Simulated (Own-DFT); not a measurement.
Simulation results for GaN (wurtzite, strained, atoms displaced)

Computed with Own-DFT development build. A calculation, not a measurement: plane-wave PBE density functional theory by an unreviewed code, no spin, of a simulated periodic cell, stress positive in tension, free energy of the whole cell less one offset for each atom, forces on such cells passed a denser k mesh, this cell's mesh not checked; offsets are fitted by least squares, one for each functional and potential file, so energies compare only between cells with the same atoms and settings and are not formation energies; the far tail of each file's local potential was reset to the Coulomb form; each entry is a single point on an unrelaxed cell, so the pressure reflects the starting lattice, mostly measured values (interpolated for alloys), from which strain is counted, and rises with the displacements; printed positions are rounded, which can move forces by about a meV/angstrom; the program, named Own-DFT, is a retired in-house code; no spin-orbit coupling.

Common to all runs: functional PBE; potential files PseudoDojo norm-conserving, scalar-relativistic, standard set with the stringent files for Ga; wave cutoff 96 hartree; occupations Gaussian; smearing width 0.01 eV; k mesh 3 x 4 x 3 centred on Gamma.

(1) GaN (wurtzite, strained, atoms displaced)

```
cell vectors (Å)
  12.7560     0.0000     0.0000
  -4.7835     8.2853     0.0000
   0.0000     0.0000    10.4737
atoms (fractions of the cell vectors)
Ga  0.07590  0.22219  0.00264
Ga  0.17388  0.11939  0.25705
N   0.08453  0.21974  0.18711
N   0.16750  0.11506  0.43908
Ga  0.07874  0.21532  0.50481
Ga  0.16814  0.11359  0.74824
N   0.07954  0.21703  0.68412
N   0.17370  0.11969  0.95097
Ga  0.08218  0.55830  0.00454
Ga  0.17111  0.44539  0.24415
N   0.08357  0.55537  0.19399
N   0.16932  0.44386  0.42874
Ga  0.09124  0.56387  0.49944
Ga  0.16429  0.44877  0.74643
N   0.08042  0.55609  0.68345
N   0.16520  0.44196  0.94471
Ga  0.07282  0.88048  0.00257
Ga  0.17865  0.78811  0.25348
N   0.08164  0.89343  0.18333
N   0.16917  0.78222  0.44561
Ga  0.08991  0.89334  0.49102
Ga  0.17903  0.78908  0.75019
N   0.07937  0.88563  0.68956
N   0.16525  0.77536  0.93473
Ga  0.33301  0.22144  0.99360
Ga  0.42010  0.11931  0.24885
N   0.33837  0.22653  0.18012
N   0.41690  0.11344  0.43364
Ga  0.33075  0.22827  0.50619
Ga  0.42497  0.12270  0.74937
N   0.33593  0.21710  0.69008
N   0.42008  0.11560  0.94192
Ga  0.33408  0.55547  0.99057
Ga  0.41776  0.43329  0.24735
N   0.33158  0.55769  0.18618
N   0.42003  0.45332  0.44242
Ga  0.32829  0.54570  0.49760
Ga  0.42592  0.46208  0.74598
N   0.33920  0.55980  0.67658
N   0.42262  0.45577  0.94779
Ga  0.32913  0.89012  0.99904
Ga  0.41742  0.77112  0.24402
N   0.33289  0.89668  0.19629
N   0.41726  0.76614  0.44029
Ga  0.33515  0.89073  0.50009
Ga  0.41655  0.78091  0.75079
N   0.33189  0.89079  0.68930
N   0.41397  0.76959  0.93975
Ga  0.58596  0.22486  0.99544
Ga  0.66547  0.09992  0.25552
N   0.58367  0.22767  0.18207
N   0.66356  0.10574  0.43688
Ga  0.58621  0.22920  0.50630
Ga  0.66592  0.11150  0.75304
N   0.58461  0.22547  0.68897
N   0.66351  0.10316  0.93995
Ga  0.57543  0.56104  0.00359
Ga  0.66169  0.44351  0.24885
N   0.57953  0.55970  0.18649
N   0.66593  0.43668  0.43469
Ga  0.58244  0.56599  0.49707
Ga  0.66881  0.45075  0.75562
N   0.58594  0.55691  0.68809
N   0.67217  0.44794  0.94411
Ga  0.58296  0.89160  0.99067
Ga  0.66992  0.78013  0.24818
N   0.57718  0.87755  0.18571
N   0.66194  0.77629  0.42197
Ga  0.58735  0.88894  0.49735
Ga  0.66305  0.77625  0.75241
N   0.58547  0.89571  0.68867
N   0.66777  0.77778  0.94820
Ga  0.82713  0.22365  0.99732
Ga  0.91052  0.10945  0.25088
N   0.82894  0.21675  0.17806
N   0.91639  0.12471  0.44018
Ga  0.82191  0.20917  0.49475
Ga  0.92369  0.11017  0.75622
N   0.82682  0.22058  0.68409
N   0.91129  0.10756  0.94077
Ga  0.82815  0.55467  0.99769
Ga  0.91635  0.45257  0.25308
N   0.83917  0.56191  0.17966
N   0.91941  0.45625  0.43381
Ga  0.82945  0.54764  0.50215
Ga  0.91208  0.44406  0.74367
N   0.82869  0.55401  0.69613
N   0.91675  0.44653  0.94256
Ga  0.83978  0.90271  0.00246
Ga  0.92389  0.78229  0.25461
N   0.83047  0.89751  0.18664
N   0.90353  0.76295  0.44068
Ga  0.83573  0.89008  0.50767
Ga  0.91894  0.78195  0.75162
N   0.84016  0.88573  0.68723
N   0.91949  0.77366  0.94373
```

The calculation gives: free energy of cell above offsets -4.502 eV; pressure 5.33 GPa; stress xx -6.9 GPa; stress yy -6.07 GPa; stress zz -3.02 GPa; stress yz 0.53 GPa; stress xz 0.01 GPa; stress xy -1.76 GPa.

Force:
```
element  x (eV/Å)  y (eV/Å)  z (eV/Å)
     Ga     1.506    -0.002     0.385
     Ga    -0.513    -0.383    -2.109
      N    -0.668    -0.044     0.694
      N     -0.06    -0.105     0.276
     Ga    -0.458     1.402    -1.565
     Ga     0.275    -0.594     1.208
      N     0.839     1.092     1.071
      N    -2.231    -1.582    -2.242
     Ga     0.115    -0.346      0.15
     Ga    -0.898    -0.483     0.095
      N     0.081     0.813    -0.433
      N    -0.732    -0.635     1.454
     Ga    -0.584    -1.529    -0.627
     Ga     0.517    -0.265     0.596
      N     0.463      0.42     0.563
      N    -0.419     0.353    -1.605
     Ga     2.392     1.779     -0.16
     Ga    -2.347    -1.646      0.06
      N      1.34     0.324      1.89
      N      0.49     0.108    -1.292
     Ga    -1.752    -0.864     1.736
     Ga    -2.877    -1.595     0.245
      N     1.229     0.902    -0.686
      N    -0.117     0.481     0.529
     Ga     0.758     1.127     0.778
     Ga     0.525    -0.198    -0.078
      N    -0.575    -0.959     0.855
      N    -0.168     0.323     1.228
     Ga     1.547    -0.057     -0.66
     Ga    -0.368    -1.426     0.776
      N    -1.165     1.562     0.108
      N     0.017    -0.511    -1.147
     Ga    -0.965    -0.722     2.029
     Ga     -1.34     2.049     0.585
      N     1.203    -0.895    -0.783
      N     0.318    -1.895    -0.992
     Ga      -0.3     1.119    -0.895
     Ga    -0.679     -1.86     0.968
      N    -1.099     -0.25     2.245
      N     -1.02    -2.155    -2.805
     Ga     0.524     -0.05     0.705
     Ga    -0.862      0.48     1.281
      N      1.93     0.066    -1.718
      N    -0.851     1.509    -0.372
     Ga     1.183     0.128    -0.325
     Ga     0.068    -0.126    -0.451
      N     2.005     1.239    -0.533
      N    -0.631     1.837    -0.967
     Ga    -0.062     0.032     1.048
     Ga    -0.941     0.674    -1.992
      N      0.79     -0.82     0.616
      N    -0.997     0.212      0.21
     Ga     -0.57    -1.211    -1.087
     Ga     0.182     0.383    -0.187
      N     0.509     0.427     0.374
      N    -0.546     1.472    -1.111
     Ga     2.983     0.308     0.687
     Ga     1.065     0.625    -0.626
      N     1.048     -0.36     0.619
      N    -0.944     1.287     0.412
     Ga     1.374    -0.857    -0.058
     Ga    -0.107    -0.603     0.373
      N     0.182     0.682     -0.53
      N    -2.534    -0.646    -1.305
     Ga     0.055    -1.473     1.945
     Ga    -0.625    -0.376    -1.784
      N     0.466     1.473    -0.584
      N      1.18     0.721      3.41
     Ga    -1.201    -0.886     0.206
     Ga     0.891     0.805     0.563
      N     0.204    -0.975    -0.179
      N     0.236     0.682      -1.8
     Ga     0.684     0.421     0.105
     Ga     0.871     1.242    -0.061
      N    -0.212     0.665     1.896
      N     1.154    -2.103    -0.467
     Ga     0.561     2.617     1.143
     Ga    -2.016    -0.197      -0.7
      N     1.165    -0.183     0.408
      N     0.238     1.669    -1.151
     Ga     1.771      0.51     0.775
     Ga     0.322    -0.774    -1.055
      N    -1.218    -0.039     1.449
      N     0.625    -1.347      1.13
     Ga     -0.17     0.145     0.418
     Ga     0.749    -0.156      1.05
      N     0.417     0.672    -1.206
      N    -0.051     -0.39    -1.256
     Ga    -0.026    -2.818     0.561
     Ga    -1.477    -0.663     -0.59
      N     1.527    -0.926     0.283
      N     1.145     2.167    -0.312
     Ga    -0.493    -0.016     -1.78
     Ga     0.824    -1.263     0.747
      N    -2.238     0.701     0.861
      N    -2.436     0.557     -1.53
```

(2) GaN (wurtzite, strained, atoms displaced)

```
cell vectors (Å)
  12.7560     0.0000     0.0000
  -4.7835     8.2853     0.0000
   0.0000     0.0000    10.4737
atoms (fractions of the cell vectors)
Ga  0.08566  0.22504  0.99676
Ga  0.16585  0.11849  0.25542
N   0.08366  0.21854  0.17995
N   0.17006  0.10311  0.43015
Ga  0.08291  0.22542  0.49657
Ga  0.16822  0.11506  0.75612
N   0.08240  0.22490  0.68686
N   0.17034  0.11712  0.94154
Ga  0.07918  0.55502  0.00613
Ga  0.16947  0.43266  0.25903
N   0.07839  0.55421  0.19189
N   0.17213  0.45476  0.44538
Ga  0.08885  0.56053  0.50033
Ga  0.16799  0.43505  0.75246
N   0.08114  0.55192  0.68238
N   0.16723  0.44260  0.93650
Ga  0.09617  0.89874  0.00190
Ga  0.16858  0.77513  0.24798
N   0.07968  0.88136  0.18695
N   0.17360  0.77671  0.44436
Ga  0.08319  0.87932  0.50612
Ga  0.16352  0.78351  0.74526
N   0.08415  0.89390  0.68531
N   0.16018  0.77914  0.93962
Ga  0.33358  0.21977  0.99986
Ga  0.41419  0.11052  0.24701
N   0.33756  0.22702  0.18085
N   0.41191  0.10768  0.43424
Ga  0.32923  0.22956  0.49173
Ga  0.41500  0.11343  0.74878
N   0.33996  0.23189  0.69031
N   0.42328  0.11289  0.94424
Ga  0.33568  0.56075  0.00819
Ga  0.41673  0.45170  0.24481
N   0.33444  0.56073  0.19185
N   0.41790  0.44289  0.44279
Ga  0.33232  0.55404  0.50000
Ga  0.41619  0.43813  0.75443
N   0.33147  0.55675  0.68442
N   0.41437  0.44835  0.94138
Ga  0.33615  0.88954  0.99508
Ga  0.41489  0.77155  0.25292
N   0.32894  0.87777  0.18347
N   0.41155  0.76998  0.43923
Ga  0.33105  0.89515  0.50243
Ga  0.40848  0.77962  0.74434
N   0.32843  0.88518  0.69303
N   0.41870  0.77415  0.94540
Ga  0.58146  0.22167  0.00606
Ga  0.66677  0.10529  0.24557
N   0.57798  0.21917  0.18607
N   0.66413  0.10493  0.43839
Ga  0.57957  0.21602  0.49849
Ga  0.67043  0.12100  0.74992
N   0.58850  0.22775  0.69369
N   0.67410  0.11160  0.93800
Ga  0.57744  0.54958  0.00848
Ga  0.66095  0.44558  0.24551
N   0.58772  0.55734  0.19220
N   0.66486  0.44768  0.43592
Ga  0.58645  0.56454  0.49773
Ga  0.66793  0.44352  0.75030
N   0.59477  0.57218  0.69050
N   0.66953  0.44754  0.92993
Ga  0.58342  0.89603  0.99553
Ga  0.66820  0.78271  0.24667
N   0.58632  0.89644  0.18864
N   0.66216  0.77868  0.44518
Ga  0.58437  0.89462  0.49817
Ga  0.67004  0.77874  0.75229
N   0.58854  0.89439  0.69416
N   0.66496  0.77321  0.93899
Ga  0.83473  0.22084  0.00664
Ga  0.91362  0.10444  0.24896
N   0.82720  0.22120  0.18922
N   0.92040  0.11658  0.43443
Ga  0.84119  0.22667  0.50009
Ga  0.91819  0.11296  0.74954
N   0.83359  0.21866  0.69914
N   0.91342  0.10867  0.94217
Ga  0.83798  0.55265  0.99889
Ga  0.91562  0.44392  0.24909
N   0.83375  0.55665  0.17968
N   0.91848  0.44369  0.44411
Ga  0.82329  0.55147  0.50383
Ga  0.91663  0.44865  0.75154
N   0.82738  0.56000  0.68592
N   0.91525  0.43930  0.94758
Ga  0.82998  0.89394  0.00270
Ga  0.91239  0.76787  0.25246
N   0.82961  0.88288  0.18384
N   0.91816  0.78161  0.43951
Ga  0.84161  0.89177  0.49605
Ga  0.91585  0.77489  0.75169
N   0.82967  0.89816  0.68608
N   0.91486  0.77782  0.94126
```

The calculation gives: free energy of cell above offsets -5.756 eV; pressure 4.93 GPa; stress xx -5.05 GPa; stress yy -7.01 GPa; stress zz -2.74 GPa; stress yz -0.16 GPa; stress xz -0.14 GPa; stress xy -0.17 GPa.

Force:
```
element  x (eV/Å)  y (eV/Å)  z (eV/Å)
     Ga    -0.759    -0.354    -0.029
     Ga     1.137    -1.663    -2.277
      N    -0.619     0.394     1.454
      N    -1.604     0.384     1.985
     Ga     0.912    -0.139     0.627
     Ga    -0.023     0.058    -0.873
      N     0.836    -1.038    -0.365
      N     0.056     -0.34    -0.773
     Ga     0.865     0.145    -0.531
     Ga    -1.573     1.113     -0.87
      N     1.597    -0.619     0.163
      N    -0.111    -2.142    -1.412
     Ga    -1.075    -0.537     0.247
     Ga    -0.844     1.917    -0.327
      N     0.122     0.562     1.518
      N     -0.27     0.838      0.73
     Ga    -2.803     -0.73      0.65
     Ga    -0.742     0.206     0.565
      N     0.222     1.104     0.773
      N    -1.755     0.085    -1.198
     Ga    -0.104     0.583     -1.56
     Ga     0.329    -1.687     1.085
      N    -0.411       0.3     0.815
      N       2.2    -0.646    -1.127
     Ga     0.425     0.829    -0.273
     Ga     0.005    -0.856    -0.063
      N    -0.865    -0.033     1.401
      N     0.101     0.821     0.449
     Ga     1.508    -0.999     1.207
     Ga     1.101     0.045      0.63
      N    -0.875    -1.899    -0.922
      N    -1.552    -0.477    -1.454
     Ga    -0.581    -0.678    -1.104
     Ga     1.095    -0.877     1.063
      N    -0.167    -1.332    -0.133
      N    -0.481     1.063    -1.452
     Ga     1.136     0.536      0.76
     Ga     0.227     3.112    -0.208
      N     0.544    -0.427     0.857
      N     0.419    -0.819     0.115
     Ga    -0.403    -0.718      0.52
     Ga    -0.118     1.947     0.274
      N     0.396     1.151     0.336
      N     0.069      1.41     0.095
     Ga     1.645    -0.513      0.01
     Ga     2.943    -0.658     1.052
      N    -0.678     1.665     -0.78
      N    -1.071     0.559    -1.379
     Ga     1.737     0.932     -1.36
     Ga    -1.324     1.324     1.277
      N     0.724     0.341     0.995
      N     0.333      1.83    -0.507
     Ga     0.113     0.685     0.147
     Ga     0.322    -1.586     0.642
      N    -1.292    -0.864    -1.475
      N    -1.482     0.669     0.275
     Ga      1.16     0.888    -1.773
     Ga     2.238    -0.933     0.772
      N    -2.028     0.636    -0.433
      N    -0.142    -0.894    -0.298
     Ga     -0.09    -0.892     1.304
     Ga    -1.297     0.882    -0.008
      N    -0.856    -2.965    -0.827
      N    -0.347    -0.618     2.212
     Ga     1.129    -0.797     0.185
     Ga    -0.425    -0.183      1.02
      N    -0.378    -2.092    -0.583
      N     1.393     1.054     -1.86
     Ga    -0.342    -1.301     1.505
     Ga    -0.933     1.061     0.545
      N    -1.539    -0.179    -0.671
      N    -0.472     0.224       0.7
     Ga    -0.229    -0.148    -0.725
     Ga    -0.162     0.486    -0.626
      N     1.594     0.139     0.457
      N      0.26    -0.554    -0.111
     Ga    -1.425    -0.627     0.924
     Ga    -0.245    -0.414     0.891
      N    -0.014     1.622    -1.749
      N     1.049     0.858    -0.494
     Ga    -1.619     0.915    -0.521
     Ga    -0.636    -0.132     0.783
      N    -0.488    -0.942     1.708
      N    -0.623     0.846    -0.878
     Ga      1.41     0.281    -0.657
     Ga     0.248    -0.436     0.015
      N     1.734      -0.3     0.328
      N     0.508     0.238    -1.547
     Ga     0.778    -1.444    -1.022
     Ga     0.305     0.891    -0.776
      N     0.548     0.612     1.397
      N     0.839    -1.115     -0.32
     Ga    -2.162     0.167     1.169
     Ga    -1.111     1.087     0.625
      N     2.101    -0.485    -0.398
      N     0.733     0.588    -0.523
```
